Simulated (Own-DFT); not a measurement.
# Strain and stress in diamond-structure SiGeSn with randomly placed atoms, 64 atoms (Ge52Si8Sn4)

These are calculations, not measurements. They come from Own-DFT, an in-house plane-wave density functional program, since retired, whose code no person has reviewed. Each row is one single-point run on a periodic cell that was not relaxed, without spin or spin-orbit coupling.

Settings of every run: PBE; PseudoDojo norm-conserving scalar-relativistic files; cutoff 49 hartree; 3 x 3 x 3 k mesh centred on Gamma; Fermi-Dirac smearing of 0.1 eV.

Known limits: forces on such cells moved up to 12 meV/angstrom on a denser k mesh; stress not checked against mesh or cutoff.

Unstrained cell vectors in Å: (11.363, 0.000, 0.000); (0.000, 11.363, 0.000); (0.000, 0.000, 11.363). The unstrained cell has measured lattice constants (interpolated for alloys), not those of this functional. That, the random moves and any unrelaxed bonds set the pressure at no strain. Each run strains this cell uniformly, with the atoms carried along. Every atom was also moved at random, by a Gaussian of width 0.05 Å on each axis. The random placing of the alloy's atoms differs from row to row. Strain is the symmetric tensor, in per cent. Stress is positive in tension, and the pressure is minus a third of its trace.

| run | e_xx (%) | e_yy (%) | e_zz (%) | s_xx (GPa) | s_yy (GPa) | s_zz (GPa) | P (GPa) | E (meV/atom) |
|---|---|---|---|---|---|---|---|---|
| 1 | 0.75 | 0.75 | 0.00 | -3.26 | -3.26 | -3.58 | 3.37 | 3.9 |
| 2 | 0.50 | 0.50 | 0.00 | -3.91 | -3.91 | -4.09 | 3.97 | 25.1 |
| 3 | -2.00 | -2.00 | 0.00 | -8.66 | -8.58 | -7.44 | 8.23 | 65.5 |
| 4 | 2.75 | 2.75 | 0.00 | -0.25 | -0.25 | -1.90 | 0.80 | 0.0 |
| 5 | -1.00 | -1.00 | 0.00 | -6.34 | -6.48 | -5.64 | 6.15 | 29.8 |
| 6 | -0.75 | -0.75 | 0.00 | -5.81 | -5.73 | -5.17 | 5.57 | 13.3 |
| 7 | -1.75 | -1.75 | 0.00 | -8.05 | -8.06 | -6.89 | 7.67 | 53.3 |
| 8 | -2.75 | -2.75 | 0.00 | -10.62 | -10.50 | -8.47 | 9.86 | 95.9 |
| 9 | 1.75 | 1.75 | 0.00 | ? | ? | ? | ? | ? |

E is the free energy for each atom above the lowest run shown.

## Worked fit

The change of volume is close to e_xx + e_yy + e_zz. A straight line through the runs shown gives P = 4.86 - 81 x (fractional change of volume) GPa, with an error of 4 on the slope and a scatter of 0.42 GPa. The strain isn't the same on all axes, but the crystal is cubic, so the slope still estimates the bulk modulus, averaged over pressures from 0.8 to 9.9 GPa.

## Withheld run

Question: what pressure should run 9 give? Its volume changes by 3.53 %.

The line gives 2.0 GPa. The calculation gave 2.14 GPa.
